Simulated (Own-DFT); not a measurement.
GaP (zincblende, atoms displaced) (calculated)

All values are calculated (Own-DFT development build). A calculation, not a measurement: plane-wave PBE density functional theory by an unreviewed code, no spin, of a simulated periodic cell, stress positive in tension, free energy of the whole cell less one offset for each atom, forces on such cells passed a denser k mesh, this cell's mesh not checked; offsets are fitted by least squares, one for each functional and potential file, so energies compare only between cells with the same atoms and settings and are not formation energies; the far tail of each file's local potential was reset to the Coulomb form; each entry is a single point on an unrelaxed cell, so the pressure reflects the starting lattice, mostly measured values (interpolated for alloys), from which strain is counted, and rises with the displacements; printed positions are rounded, which can move forces by about a meV/angstrom; the program, named Own-DFT, is a retired in-house code; no spin-orbit coupling.

### GaP (zincblende, atoms displaced)

```
GaP
1.0
     16.3515     0.0000     0.0000
      0.0000    10.9010     0.0000
      0.0000     0.0000    10.9010
Ga P Ga P Ga P Ga P Ga P Ga P Ga P Ga P Ga P Ga P Ga P Ga P
4 4 4 4 4 4 4 4 4 4 4 4 4 4 4 4 4 4 4 4 4 4 4 4
Direct
  0.99875 0.00221 0.00021
  0.99829 0.25149 0.25201
  0.16694 0.00019 0.25235
  0.16613 0.25093 0.00215
  0.08333 0.12447 0.12582
  0.08427 0.37405 0.37412
  0.25018 0.12191 0.37482
  0.25079 0.37434 0.12648
  0.00078 0.00039 0.49894
  0.00185 0.25222 0.75208
  0.16592 0.00119 0.74391
  0.16797 0.25173 0.49899
  0.08364 0.12559 0.62358
  0.08448 0.37582 0.87654
  0.25000 0.12393 0.87736
  0.24930 0.37275 0.62503
  0.99840 0.49925 0.00155
  0.99993 0.74989 0.25094
  0.16655 0.49951 0.25094
  0.16893 0.74878 0.99763
  0.08439 0.62360 0.12785
  0.08419 0.87641 0.37488
  0.25067 0.62383 0.37355
  0.24759 0.87511 0.12239
  0.00034 0.50061 0.50336
  0.00104 0.74851 0.75055
  0.16690 0.49784 0.74944
  0.16450 0.75224 0.49901
  0.08320 0.62525 0.62597
  0.08207 0.87659 0.87813
  0.25008 0.62606 0.87281
  0.24910 0.87698 0.62578
  0.33449 0.00161 0.99883
  0.33316 0.25039 0.24670
  0.50057 0.00193 0.24936
  0.49945 0.24995 0.99895
  0.41601 0.12347 0.12597
  0.41701 0.37544 0.37464
  0.58338 0.12331 0.37258
  0.58489 0.37502 0.12650
  0.33335 0.99971 0.50206
  0.33265 0.24875 0.74790
  0.49975 0.00166 0.75159
  0.49821 0.24942 0.50115
  0.41719 0.12473 0.62213
  0.41736 0.37265 0.87379
  0.58263 0.12415 0.87708
  0.58105 0.37484 0.62647
  0.33564 0.50138 0.00264
  0.33231 0.75229 0.24770
  0.50117 0.49980 0.25100
  0.50016 0.75039 0.00305
  0.41671 0.62382 0.12525
  0.41819 0.87576 0.37357
  0.58439 0.62705 0.37274
  0.58341 0.87214 0.12291
  0.33171 0.49848 0.50008
  0.33287 0.75396 0.75162
  0.50109 0.49896 0.75073
  0.50037 0.75034 0.49487
  0.41677 0.62352 0.62825
  0.41695 0.87350 0.87522
  0.58278 0.62674 0.87475
  0.58353 0.87707 0.62685
  0.66669 0.99810 0.00165
  0.66629 0.25044 0.24662
  0.83255 0.99816 0.25097
  0.83427 0.24847 0.00090
  0.74856 0.12549 0.12358
  0.74843 0.37533 0.37579
  0.91579 0.12564 0.37726
  0.91557 0.37486 0.12485
  0.66732 0.99960 0.49986
  0.66529 0.24956 0.75099
  0.83370 0.00132 0.74714
  0.83375 0.25073 0.50151
  0.75084 0.12592 0.62532
  0.75142 0.37640 0.87686
  0.91612 0.12072 0.87619
  0.91549 0.37600 0.62258
  0.66650 0.49830 0.99814
  0.66793 0.74847 0.24879
  0.83332 0.50050 0.24957
  0.83383 0.74894 0.99924
  0.75007 0.62224 0.12536
  0.74963 0.87612 0.37187
  0.91837 0.62355 0.37444
  0.91707 0.87163 0.12459
  0.66821 0.50021 0.49749
  0.66933 0.75121 0.74978
  0.83401 0.50206 0.75020
  0.83214 0.75012 0.49994
  0.75052 0.62427 0.62654
  0.75062 0.87427 0.87735
  0.91519 0.62375 0.87562
  0.91812 0.87457 0.62645
```

Settings of this run: functional PBE, potential files PseudoDojo norm-conserving, scalar-relativistic, standard set, wave cutoff 42 hartree, occupations Fermi-Dirac, smearing width 0.1 eV and k mesh 2 x 3 x 3 centred on Gamma.

It finds free energy of cell above offsets -53.712 eV; pressure 2.7 GPa; stress xx -2.7 GPa; stress yy -2.71 GPa; stress zz -2.68 GPa; stress yz -0.04 GPa; stress xz -0.22 GPa; stress xy 0.08 GPa.

Force:
| element | x (eV/Å) | y (eV/Å) | z (eV/Å) |
| --- | --- | --- | --- |
| Ga | 0.178 | -0.336 | 0.306 |
| Ga | 0.186 | -0.192 | -0.176 |
| Ga | -0.046 | -0.037 | -0.383 |
| Ga | 0.189 | -0.169 | -0.035 |
| P | -0.201 | 0.161 | 0.193 |
| P | -0.244 | 0.186 | 0.289 |
| P | 0.237 | 0.465 | 0.049 |
| P | -0.17 | 0.295 | -0.276 |
| Ga | -0.131 | -0.026 | 0.156 |
| Ga | -0.385 | -0.255 | -0.141 |
| Ga | -0.085 | -0.018 | 0.893 |
| Ga | -0.169 | -0.385 | -0.137 |
| P | -0.151 | 0.323 | -0.078 |
| P | -0.184 | 0.087 | 0.084 |
| P | -0.213 | 0.166 | -0.452 |
| P | 0.113 | 0.207 | -0.004 |
| Ga | 0.279 | 0.173 | 0.008 |
| Ga | 0.202 | -0.039 | -0.04 |
| Ga | 0.144 | -0.077 | -0.026 |
| Ga | -0.601 | -0.039 | 0.122 |
| P | -0.139 | 0.182 | -0.458 |
| P | -0.355 | -0.074 | -0.103 |
| P | -0.205 | 0.344 | 0.243 |
| P | 0.446 | 0.221 | 0.183 |
| Ga | 0.122 | -0.135 | -0.41 |
| Ga | -0.125 | 0.165 | 0.34 |
| Ga | 0.032 | 0.238 | 0.027 |
| Ga | 0.469 | -0.334 | 0.061 |
| P | 0.21 | -0.057 | -0.015 |
| P | 0.315 | -0.115 | -0.444 |
| P | 0.236 | -0.391 | 0.134 |
| P | 0.135 | -0.363 | -0.256 |
| Ga | -0.157 | -0.347 | 0.112 |
| Ga | 0.08 | -0.192 | 0.504 |
| Ga | 0.06 | -0.349 | -0.152 |
| Ga | 0.071 | -0.009 | 0.357 |
| P | 0.216 | 0.223 | -0.205 |
| P | -0.167 | -0.108 | -0.016 |
| P | 0.116 | 0.41 | 0.351 |
| P | -0.474 | 0.054 | -0.403 |
| Ga | 0.085 | -0.161 | -0.317 |
| Ga | 0.088 | -0.163 | 0.279 |
| Ga | -0.043 | -0.117 | -0.1 |
| Ga | 0.395 | 0.062 | -0.4 |
| P | -0.201 | -0.111 | 0.479 |
| P | -0.254 | 0.263 | 0.056 |
| P | 0.197 | -0.016 | -0.034 |
| P | 0.541 | -0.018 | -0.404 |
| Ga | -0.349 | -0.289 | -0.496 |
| Ga | 0.075 | -0.055 | 0.077 |
| Ga | -0.048 | 0.014 | -0.068 |
| Ga | -0.143 | -0.262 | -0.378 |
| P | 0.193 | 0.269 | 0.284 |
| P | -0.43 | 0.048 | -0.025 |
| P | 0.041 | -0.259 | 0.207 |
| P | 0.057 | 0.347 | 0.487 |
| Ga | 0.315 | 0.191 | 0.127 |
| Ga | 0.06 | -0.34 | -0.287 |
| Ga | -0.186 | 0.181 | 0.179 |
| Ga | -0.028 | -0.091 | 0.718 |
| P | -0.104 | 0.295 | -0.468 |
| P | 0.099 | 0.294 | 0.162 |
| P | 0.219 | -0.085 | 0.029 |
| P | -0.007 | -0.268 | -0.245 |
| Ga | -0.084 | 0.041 | -0.205 |
| Ga | 0.069 | -0.154 | 0.454 |
| Ga | 0.252 | 0.288 | -0.355 |
| Ga | -0.131 | -0.024 | -0.159 |
| P | 0.348 | -0.187 | 0.193 |
| P | 0.427 | -0.278 | -0.279 |
| P | -0.003 | -0.15 | -0.243 |
| P | 0.071 | -0.12 | 0.152 |
| Ga | -0.099 | 0.081 | 0.005 |
| Ga | 0.189 | 0.14 | 0.085 |
| Ga | -0.083 | -0.347 | 0.276 |
| Ga | -0.278 | 0.02 | -0.21 |
| P | -0.276 | 0.044 | -0.046 |
| P | -0.092 | -0.336 | -0.359 |
| P | 0.075 | 0.715 | -0.321 |
| P | 0.317 | -0.07 | 0.584 |
| Ga | -0.09 | 0.263 | 0.086 |
| Ga | -0.037 | 0.118 | -0.17 |
| Ga | -0.023 | -0.117 | 0.22 |
| Ga | -0.179 | -0.093 | 0.232 |
| P | 0.018 | 0.219 | -0.243 |
| P | -0.071 | -0.294 | 0.436 |
| P | -0.306 | 0.128 | 0.224 |
| P | -0.067 | 0.397 | 0.108 |
| Ga | -0.49 | 0.062 | 0.436 |
| Ga | -0.406 | -0.013 | 0.103 |
| Ga | -0.093 | -0.337 | -0.022 |
| Ga | 0.295 | 0.023 | -0.098 |
| P | -0.098 | 0.064 | -0.284 |
| P | 0.145 | 0.258 | -0.296 |
| P | 0.45 | 0.128 | -0.068 |
| P | -0.156 | -0.051 | -0.299 |
